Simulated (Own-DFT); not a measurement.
# From a pressure shift to a lattice shift: beta-Si3N4, 42 atoms (N24Si18)

Source: density functional calculations with Own-DFT, an unreviewed in-house program that is no longer used. Nothing was measured or relaxed, and spin and spin-orbit coupling are left out.

Keep in mind: forces on such cells passed a denser k mesh, each cell not checked; stress not checked against mesh or cutoff.

Each geometry was run with PBE and with PBEsol, otherwise alike: PseudoDojo norm-conserving scalar-relativistic files made for PBE; cutoff 42 hartree; 3 x 3 x 3 k mesh centred on Gamma; Fermi-Dirac smearing of 0.1 eV. Unstrained cell vectors in Å: (7.606, 0.000, 0.000); (-3.803, 6.587, 0.000); (0.000, 0.000, 8.727). Each has a uniform strain, of which the change of volume is shown, and random moves of rms u per axis.

| run | volume change (%) | u (Å) | P with PBE (GPa) | P with PBEsol (GPa) |
|---|---|---|---|---|
| 1 | 2.61 | 0.0441 | 0.98 | -1.39 |
| 2 | 2.50 | 0.0453 | 1.08 | -1.29 |
| 3 | -3.26 | 0.0497 | 17.94 | 15.47 |
| 4 | -1.30 | 0.0487 | 11.79 | 9.36 |
| 5 | -1.53 | 0.0530 | 12.10 | 9.66 |
| 6 | 0.87 | 0.0458 | 4.88 | 2.47 |
| 7 | 0.96 | 0.0472 | 5.69 | 3.30 |
| 8 | -1.56 | 0.0532 | 13.81 | 11.38 |
| 9 | 0.96 | 0.0477 | 5.51 | 3.11 |
| 10 | 3.77 | 0.0543 | -0.57 | -2.93 |
| 11 | -2.31 | 0.0482 | 15.80 | ? |

The question: by how much does PBEsol shrink this cell, and what belongs in the blank?

## Answer

Write v for the change of volume as a fraction. Fitted to v and u², the PBE pressure has a slope of -269 ± 9 GPa in v, with the ions held to the strained lattice. The difference PBEsol less PBE is -2.41 + 1.6 v GPa (slope ± 0.1) and averages -2.41 GPa. Divided by the mean slope of the two, 268 GPa, that makes PBEsol's volume at a given pressure, near 6 GPa, about 0.9 % smaller, or 0.30 % in lengths. At one volume PBEsol's slope is the smaller by 2 GPa, but its pressure there is lower too. If stiffness rises by about 4 GPa for each GPa, PBEsol at equal pressure is stiffer by about 8 GPa. Files made for PBEsol would give a different shift.

For run 11 the line gives 13.35 GPa. The run itself gave 13.35 GPa.
